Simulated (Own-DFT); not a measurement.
# Strain and stress in wurtzite AlN, 72 atoms (Al36N36)

Calculated results; nothing here was measured. They come from Own-DFT, an in-house plane-wave density functional program, since retired, whose code no person has reviewed. Each row is one single-point run on a periodic cell that was not relaxed, without spin or spin-orbit coupling.

Settings of every run: PBE; PseudoDojo norm-conserving scalar-relativistic files; cutoff 42 hartree; 3 x 3 x 2 k mesh centred on Gamma; Fermi-Dirac smearing of 0.1 eV.

Known limits: forces on such cells moved up to 12 meV/angstrom on a denser k mesh; stress not checked against mesh or cutoff.

Unstrained cell vectors in Å: (9.336, 0.000, 0.000); (-4.668, 8.085, 0.000); (0.000, 0.000, 9.964). The unstrained cell has measured lattice constants (interpolated for alloys), not those of this functional. That, the random moves and any unrelaxed bonds set the pressure at no strain. Each run strains this cell uniformly, with the atoms carried along. Every atom was also moved at random, by a Gaussian of width 0.05 Å on each axis. Strain is the symmetric tensor, in per cent. Stress is positive in tension, and the pressure is minus a third of its trace.

```
run  e_xx (%)  e_yy (%)  e_zz (%)  s_xx (GPa)  s_yy (GPa)  s_zz (GPa)  P (GPa)  E (meV/atom)
  1     -0.25     -0.25      0.00       -5.87       -6.72       -6.88     6.49           0.0
  2     -2.25     -2.25      0.00      -21.56      -21.27       -7.52    16.78          49.9
  3      0.75      0.75      0.00        0.03       -5.54       -2.75     2.75          13.6
  4     -2.75     -2.75      0.00      -20.88      -24.73      -13.06    19.56          58.8
  5     -1.75     -1.75      0.00      -17.00      -14.73       -9.33    13.68          21.3
  6     -0.75     -0.75      0.00       -9.02      -11.00       -7.89     9.31          20.1
  7      1.75      1.75      0.00        2.59        3.91       -3.04    -1.16           3.3
  8     -1.25     -1.25      0.00      -13.15      -12.77       -6.95    10.96           2.1
  9     -1.00     -1.00      0.00           ?           ?           ?        ?             ?
```

E is the free energy for each atom above the lowest run shown.

## Worked fit

The change of volume is close to e_xx + e_yy + e_zz. A straight line through the runs shown gives P = 6.13 - 229 x (fractional change of volume) GPa, with an error of 9 on the slope and a scatter of 0.76 GPa. The strain isn't the same on all axes and the cell isn't cubic, so the slope belongs to this path and is not the bulk modulus.

## Withheld run

Question: what pressure should run 9 give? Its volume changes by -1.99 %.

The line gives 10.7 GPa. The calculation gave 10.73 GPa.
